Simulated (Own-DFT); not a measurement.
# Point defects and the pressure they add: 2H SiC

The numbers are computed, not measured, by runs of the plane-wave DFT program Own-DFT (in-house, retired, unreviewed) at fixed positions, with no spin and no spin-orbit coupling.

Common settings: PBE; PseudoDojo norm-conserving scalar-relativistic files; cutoff 42 hartree; 4 x 4 x 3 k mesh centred on Gamma; Fermi-Dirac smearing of 0.1 eV.

Caveats (not all hold for every row): some atoms lie very close together; not probed for a lower state with spin; forces on such cells passed a denser k mesh, each cell not checked; stress not checked against mesh or cutoff.

All runs share one cell, with vectors in Å (9.248, 0.000, 0.000); (-4.624, 8.009, 0.000); (0.000, 0.000, 10.068) and a volume of 745.7 Å³. Atoms were moved at random from their sites; u is the rms move along one axis. The defect's site can differ from row to row.

| cell | formula | u (Å) | P (GPa) |
|---|---|---|---|
| no defect | C36Si36 | 0.0295 | 3.74 |
| no defect | C36Si36 | 0.0643 | 6.61 |
| no defect | C36Si36 | 0.0651 | 7.51 |
| two N on a C site each | C34N2Si36 | 0.0304 | 2.88 |
| two N on a C site each | C34N2Si36 | 0.0312 | 2.89 |
| two N on a C site each | C34N2Si36 | 0.0493 | 4.42 |
| one Si on a C site | C35Si37 | 0.0317 | 10.47 |
| one Si on a C site | C35Si37 | 0.0517 | 12.30 |
| one Si on a C site | C35Si37 | 0.0525 | 11.91 |
| one C on a Si site | C37Si35 | 0.0274 | 1.83 |
| one C on a Si site | C37Si35 | 0.0282 | 1.74 |
| one C on a Si site | C37Si35 | 0.0476 | ? |
| one C on a Si site | C37Si35 | 0.0488 | 3.54 |
| one C on a Si site and one Si on a C site | C36Si36 | 0.0282 | 7.48 |
| one C on a Si site and one Si on a C site | C36Si36 | 0.0497 | 8.46 |
| one C on a Si site and one Si on a C site | C36Si36 | 0.0527 | 8.33 |

## Fit

P = P0 + c u² + a shift for each defect gives P0 = 3.09 GPa, c = 931 ± 88 GPa/Å² and a scatter of 0.34 GPa. The shifts, and each times the cell's volume:

- one Si on a C site: 6.48 ± 0.29 GPa, 30.2 eV
- one C on a Si site and one Si on a C site: 3.13 ± 0.29 GPa, 14.6 eV
- two N on a C site each: -1.03 ± 0.31 GPa, -4.8 eV (-2.4 eV for each of its 2 sites)
- one C on a Si site: -1.93 ± 0.32 GPa, -9.0 eV

Positive is outwards. The product with the volume (160.2 GPa Å³ to the eV) is nearly free of the cell's size; divided by the bulk modulus at the cell's pressure it gives the volume that the defect adds. The atoms around the defects weren't relaxed, which would change these numbers.

## Check

Question: what pressure belongs in the blank (one C on a Si site, u = 0.0476 Å)?

The fit gives 3.26 ± 0.40 GPa. DFT gave 2.74 GPa.
